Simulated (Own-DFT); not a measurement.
Simulation results for Si7Ge (layered order of Si and Ge on the diamond lattice, atoms displaced)

A calculation, not a measurement: plane-wave density functional theory by an unreviewed code, no spin, of a simulated periodic cell, stress positive in tension, run twice, with PBE and with PBEsol, both on files made for PBE, so the change isn't that of files made for PBEsol, forces on such cells passed a denser k mesh, this cell's mesh not checked; the far tail of each file's local potential was reset to the Coulomb form; each entry is a single point on an unrelaxed cell, so the pressure reflects the starting lattice, mostly measured values (interpolated for alloys), from which strain is counted, and rises with the displacements; printed positions are rounded, which can move forces by about a meV/angstrom; the program, named Own-DFT, is a retired in-house code; no spin-orbit coupling; stress was not checked against mesh or cutoff. Program: Own-DFT development build.

```json
{"formula": "Si7Ge", "kind": "layered order of Si and Ge on the diamond lattice, atoms displaced", "structure": {"cell_angstrom": [[10.9187, 0.0, 0.0], [0.0, 10.9187, 0.0], [0.0, 0.0, 10.9187]], "atoms_fractional": [["Ge", 0.99875, 0.00019, 0.00093], ["Si", 0.9969, 0.24823, 0.25067], ["Si", 0.24923, 0.00137, 0.24917], ["Ge", 0.25126, 0.2495, 1.0], ["Si", 0.12217, 0.12338, 0.12779], ["Si", 0.12491, 0.37387, 0.37957], ["Si", 0.3706, 0.12222, 0.37263], ["Si", 0.37587, 0.37332, 0.12924], ["Si", 0.0017, 0.00177, 0.50067], ["Si", 0.99406, 0.25095, 0.74932], ["Si", 0.24965, 0.99766, 0.74763], ["Si", 0.2544, 0.24823, 0.50201], ["Si", 0.12322, 0.1281, 0.62275], ["Si", 0.1237, 0.37349, 0.87243], ["Si", 0.37667, 0.12598, 0.87009], ["Si", 0.37691, 0.37559, 0.62388], ["Ge", 0.99918, 0.50228, 0.00147], ["Si", 0.00156, 0.75054, 0.24991], ["Si", 0.24876, 0.49774, 0.24805], ["Ge", 0.25055, 0.74836, 0.99653], ["Si", 0.12654, 0.62706, 0.12578], ["Si", 0.12484, 0.87628, 0.37589], ["Si", 0.37802, 0.62825, 0.36954], ["Si", 0.37482, 0.88003, 0.12856], ["Si", 0.99975, 0.50196, 0.5021], ["Si", 0.99906, 0.74652, 0.7513], ["Si", 0.25412, 0.49819, 0.74537], ["Si", 0.25129, 0.75166, 0.49451], ["Si", 0.13074, 0.62974, 0.62473], ["Si", 0.12812, 0.87716, 0.87185], ["Si", 0.3758, 0.62399, 0.8805], ["Si", 0.37215, 0.87642, 0.62263], ["Ge", 0.49718, 0.99758, 0.00305], ["Si", 0.50149, 0.25182, 0.25041], ["Si", 0.74735, 0.00357, 0.24569], ["Ge", 0.74703, 0.24405, 0.99767], ["Si", 0.62151, 0.12183, 0.12579], ["Si", 0.62529, 0.37943, 0.37451], ["Si", 0.87448, 0.12492, 0.3737], ["Si", 0.87009, 0.37738, 0.1248], ["Si", 0.49659, 0.00133, 0.49997], ["Si", 0.50194, 0.24599, 0.75272], ["Si", 0.74747, 0.99963, 0.74839], ["Si", 0.75083, 0.25107, 0.49763], ["Si", 0.62383, 0.12357, 0.62927], ["Si", 0.62179, 0.37715, 0.87315], ["Si", 0.8758, 0.12557, 0.87077], ["Si", 0.87529, 0.37433, 0.62718], ["Ge", 0.50041, 0.49863, 0.9965], ["Si", 0.50278, 0.74733, 0.25156], ["Si", 0.74876, 0.49933, 0.24914], ["Ge", 0.75358, 0.74967, 0.99991], ["Si", 0.62847, 0.62988, 0.11851], ["Si", 0.62725, 0.87297, 0.37399], ["Si", 0.87462, 0.61921, 0.37363], ["Si", 0.87704, 0.87633, 0.12246], ["Si", 0.49626, 0.50054, 0.49727], ["Si", 0.50301, 0.75027, 0.7478], ["Si", 0.74626, 0.49996, 0.7536], ["Si", 0.75174, 0.75079, 0.49968], ["Si", 0.62625, 0.62496, 0.62433], ["Si", 0.62658, 0.87233, 0.87582], ["Si", 0.87419, 0.63094, 0.87639], ["Si", 0.87374, 0.88044, 0.62585]]}, "settings": {"functional": "PBE, then PBEsol", "potential_files": "PseudoDojo norm-conserving, scalar-relativistic, standard set", "wave_cutoff [hartree]": 42.0, "occupations": "Fermi-Dirac", "smearing_width [eV]": 0.1, "k_mesh": "3 x 3 x 3 centred on Gamma"}, "results": {"PBE_pressure [GPa]": 2.18, "PBE_stress_xx [GPa]": -2.22, "PBE_stress_yy [GPa]": -2.15, "PBE_stress_zz [GPa]": -2.17, "PBE_stress_yz [GPa]": 0.14, "PBE_stress_xz [GPa]": 0.58, "PBE_stress_xy [GPa]": 0.08, "PBEsol_pressure [GPa]": 0.68, "PBEsol_stress_xx [GPa]": -0.71, "PBEsol_stress_yy [GPa]": -0.65, "PBEsol_stress_zz [GPa]": -0.66, "PBEsol_stress_yz [GPa]": 0.14, "PBEsol_stress_xz [GPa]": 0.58, "PBEsol_stress_xy [GPa]": 0.08, "force_element": ["Ge", "Si", "Si", "Ge", "Si", "Si", "Si", "Si", "Si", "Si", "Si", "Si", "Si", "Si", "Si", "Si", "Ge", "Si", "Si", "Ge", "Si", "Si", "Si", "Si", "Si", "Si", "Si", "Si", "Si", "Si", "Si", "Si", "Ge", "Si", "Si", "Ge", "Si", "Si", "Si", "Si", "Si", "Si", "Si", "Si", "Si", "Si", "Si", "Si", "Ge", "Si", "Si", "Ge", "Si", "Si", "Si", "Si", "Si", "Si", "Si", "Si", "Si", "Si", "Si", "Si"], "PBE_force_x [eV/angstrom]": [0.428, 0.211, -0.462, -0.217, 0.222, -0.034, 0.715, 0.056, -0.313, 0.892, -0.052, -0.403, 0.186, 0.073, -0.448, 0.362, 0.053, -0.293, 0.015, -0.011, -0.065, -0.074, -0.696, -0.222, 0.341, 0.315, -0.402, 0.146, -0.418, -0.629, 0.146, 0.43, 0.263, -0.096, 0.47, 0.012, -0.081, -0.157, -0.144, 0.339, 0.45, -0.105, 0.169, -0.274, 0.087, 0.395, -0.329, -0.514, -0.054, 0.183, -0.255, -0.067, -0.548, -0.206, 0.115, -0.332, 0.445, -0.604, 0.617, 0.226, -0.157, -0.238, 0.148, 0.389], "PBE_force_y [eV/angstrom]": [0.119, 0.652, -0.237, -0.14, 0.411, -0.086, 0.554, 0.238, -0.023, -0.107, 0.738, 0.231, -0.109, 0.312, -0.608, -0.556, -0.115, -0.064, 0.259, 0.733, -0.17, 0.06, -0.732, -1.249, -0.125, 0.951, 0.35, -0.028, -0.458, -0.382, 0.03, -0.396, 0.241, -0.412, -0.689, 0.676, 0.575, -0.437, -0.228, -0.706, -0.192, 0.882, -0.018, -0.088, 0.262, -0.796, -0.451, 0.524, 0.046, 0.745, 0.454, 0.788, -0.898, 0.463, 0.751, -0.123, 0.322, -0.08, 0.263, -0.158, -0.133, 0.338, -1.214, -0.762], "PBE_force_z [eV/angstrom]": [-0.653, -0.055, 0.127, 0.015, 0.089, -0.298, 0.163, -0.203, -0.197, -0.038, -0.18, -0.235, 0.5, -0.346, 0.269, 0.105, -0.235, 0.162, 0.468, 0.711, 0.335, -0.231, 0.327, 0.372, 0.244, -0.438, 0.731, 0.221, -0.161, -0.092, -1.812, 0.072, -0.857, 0.357, 0.507, 0.111, 0.207, 0.15, 0.112, 0.215, -0.181, -0.575, 0.54, 0.433, -0.983, -0.222, -0.11, -0.317, 1.044, -0.8, -0.297, -0.05, 1.165, 0.166, 0.074, 1.075, 0.182, 0.249, -0.384, -0.015, -0.237, -0.437, -0.732, -0.125], "PBEsol_force_x [eV/angstrom]": [0.417, 0.208, -0.465, -0.21, 0.213, -0.034, 0.707, 0.053, -0.308, 0.885, -0.051, -0.389, 0.183, 0.077, -0.452, 0.368, 0.049, -0.294, 0.009, -0.011, -0.061, -0.074, -0.694, -0.202, 0.338, 0.311, -0.397, 0.149, -0.406, -0.625, 0.145, 0.424, 0.259, -0.088, 0.468, 0.011, -0.094, -0.154, -0.143, 0.342, 0.449, -0.102, 0.163, -0.273, 0.088, 0.379, -0.329, -0.513, -0.052, 0.186, -0.263, -0.065, -0.529, -0.202, 0.112, -0.325, 0.433, -0.604, 0.616, 0.231, -0.152, -0.229, 0.13, 0.389], "PBEsol_force_y [eV/angstrom]": [0.115, 0.651, -0.238, -0.139, 0.403, -0.089, 0.548, 0.234, -0.024, -0.109, 0.735, 0.226, -0.099, 0.311, -0.604, -0.555, -0.11, -0.064, 0.253, 0.715, -0.162, 0.066, -0.726, -1.23, -0.12, 0.938, 0.346, -0.033, -0.444, -0.383, 0.032, -0.396, 0.236, -0.412, -0.684, 0.658, 0.569, -0.427, -0.234, -0.699, -0.188, 0.876, -0.02, -0.089, 0.262, -0.779, -0.451, 0.524, 0.045, 0.736, 0.454, 0.769, -0.876, 0.464, 0.741, -0.117, 0.322, -0.08, 0.262, -0.159, -0.136, 0.33, -1.195, -0.751], "PBEsol_force_z [eV/angstrom]": [-0.639, -0.063, 0.119, 0.015, -0.007, -0.291, 0.151, -0.297, -0.196, -0.033, -0.178, -0.23, 0.501, -0.251, 0.361, 0.11, -0.229, 0.158, 0.461, 0.696, 0.232, -0.23, 0.319, 0.276, 0.25, -0.433, 0.731, 0.21, -0.156, 0.006, -1.688, 0.075, -0.838, 0.356, 0.494, 0.107, 0.1, 0.151, 0.113, 0.117, -0.182, -0.564, 0.546, 0.427, -0.975, -0.118, -0.01, -0.314, 1.02, -0.804, -0.302, -0.051, 1.047, 0.164, 0.067, 0.964, 0.179, 0.249, -0.37, -0.014, -0.24, -0.331, -0.618, -0.118], "rms_change_of_force_components_from_PBE_to_PBEsol [eV/angstrom]": 0.031}}
```
